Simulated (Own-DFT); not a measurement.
# Strain and stress in wurtzite GaN, 72 atoms (Ga36N36)

No measurement is shown. These are fixed-geometry runs of a retired plane-wave code named Own-DFT, which no person has reviewed; spin and spin-orbit coupling are neglected.

Method: PBE; PseudoDojo norm-conserving scalar-relativistic files (stringent for Ga); cutoff 96 hartree; 4 x 4 x 3 k mesh centred on Gamma; Gaussian smearing of 0.01 eV.

Caveats: forces not confirmed at this smearing and k mesh; stress not checked against mesh or cutoff.

Unstrained cell vectors in Å: (9.567, 0.000, 0.000); (-4.783, 8.285, 0.000); (0.000, 0.000, 10.370). The unstrained cell has measured lattice constants (interpolated for alloys), not those of this functional. That, the random moves and any unrelaxed bonds set the pressure at no strain. The cell is deformed uniformly in each run, and the atoms keep their fractional places. Each coordinate of each atom was shifted by a normal deviate of width 0.05 Å. Stress is counted positive in tension, P = -(s_xx + s_yy + s_zz)/3, and strain components are those of the symmetric tensor.

| run | e_xx (%) | e_yy (%) | e_zz (%) | e_yz (%) | e_xz (%) | e_xy (%) | s_xx (GPa) | s_yy (GPa) | s_zz (GPa) | s_yz (GPa) | s_xz (GPa) | s_xy (GPa) | P (GPa) | E (meV/atom) |
|---|---|---|---|---|---|---|---|---|---|---|---|---|---|---|
| 1 | -0.49 | 0.72 | -1.63 | 0.66 | -0.46 | -1.69 | -10.39 | -5.18 | -15.43 | 1.99 | -1.48 | -5.28 | 10.34 | 27.9 |
| 2 | -1.74 | -0.49 | 0.34 | -0.65 | -1.75 | 1.12 | -15.48 | -11.68 | -6.76 | -1.64 | -3.90 | 3.49 | 11.31 | 26.6 |
| 3 | 0.63 | 0.77 | -0.33 | -0.34 | 0.92 | 0.80 | -1.79 | -4.60 | -8.41 | -0.56 | 1.60 | 1.60 | 4.93 | 0.0 |
| 4 | -0.21 | -1.72 | 1.48 | -1.21 | 1.46 | -0.21 | -7.48 | -13.76 | -3.90 | -2.44 | 2.80 | -0.97 | 8.38 | 26.2 |
| 5 | -1.64 | 0.46 | 1.88 | 1.72 | 1.31 | -0.95 | -12.12 | -6.26 | 0.25 | 3.55 | 2.68 | -3.86 | 6.04 | 8.7 |
| 6 | 1.55 | -1.08 | -0.87 | 0.31 | 1.83 | 0.67 | -5.37 | -9.31 | -9.50 | 0.66 | 3.91 | 3.00 | 8.06 | 19.0 |
| 7 | -1.44 | -1.44 | 1.51 | 1.93 | -1.25 | 0.10 | -12.38 | -14.89 | -2.91 | 4.08 | -2.68 | 0.51 | 10.06 | 20.3 |
| 8 | -0.01 | -0.22 | -0.81 | 0.64 | 0.59 | 0.95 | -8.32 | -7.28 | -13.44 | 1.04 | 0.99 | 2.38 | 9.68 | 25.1 |
| 9 | 1.92 | -0.39 | -0.12 | -0.98 | 1.78 | -0.67 | -0.39 | -7.12 | -7.65 | -2.54 | 3.57 | -2.14 | 5.05 | 17.2 |
| 10 | 1.95 | -1.85 | -0.23 | -0.82 | 0.44 | -1.08 | -0.28 | -14.61 | -8.66 | -1.23 | 1.01 | -3.62 | 7.85 | 15.6 |
| 11 | -0.40 | 0.49 | -0.16 | -1.58 | 0.59 | -1.29 | -7.03 | -5.76 | -7.89 | -2.38 | 0.97 | -3.83 | 6.89 | 2.4 |
| 12 | -1.90 | 0.27 | 1.29 | -0.15 | -1.71 | -0.99 | -14.48 | -8.54 | -2.72 | -1.25 | -3.39 | -5.65 | 8.58 | 25.3 |
| 13 | -0.27 | 1.66 | 0.24 | 0.79 | -1.93 | -1.20 | -5.99 | -0.75 | -4.91 | 1.36 | -3.88 | -2.38 | 3.88 | 4.5 |
| 14 | -1.81 | -0.78 | -1.74 | 1.19 | 0.92 | -0.38 | -16.30 | -14.62 | -18.47 | 2.82 | 1.73 | -1.01 | 16.46 | 42.1 |
| 15 | -0.13 | -0.68 | 0.81 | 0.32 | 0.16 | 1.42 | ? | ? | ? | ? | ? | ? | ? | ? |

E is the free energy for each atom above the lowest run shown.

## Analysis

Each stress component was fitted by least squares to a constant and the strains of the runs shown, as fractions, with shears doubled. Shear strains stay in the fit of a normal stress only where such slopes are resolved. The slopes, in GPa:

```
stress,at no strain,per e_xx,per e_yy,per e_zz,scatter
s_xx,-7.0,413 ± 31,112 ± 39,100 ± 37,1.41
s_yy,-7.5,121 ± 21,431 ± 27,43 ± 25,0.96
s_zz,-7.7,83 ± 24,95 ± 30,471 ± 28,1.09
```

The slope of each shear stress on twice its own strain, from a fit on all six strains: yz 102 ± 7, xz 102 ± 3, xy 156 ± 17 GPa. These are stiffnesses along x, y and z of the frame in which the cell vectors are given, with the crystal's c axis along z: C11, C12, C13 and C33. Hexagonal symmetry asks that xx and yy behave alike, which is a second check on the noise. The atoms are held to the strained lattice; where symmetry lets them move under strain, relaxing them would lower some slopes. Slopes across the diagonal should nearly agree, so their difference gauges the noise. A ninth of the table's sum, 208 ± 6 GPa, estimates the bulk modulus near the mean pressure of these runs, 8.4 GPa, so it lies above the value at zero pressure.

## Check

Q: what normal stresses and pressure should run 15 give?

The fitted form gives s_xx = -7.6, s_yy = -10.2, s_zz = -4.6 and P = 7.5 GPa. The calculation gave -7.07, -10.55, -3.33 and P = 6.98 GPa.
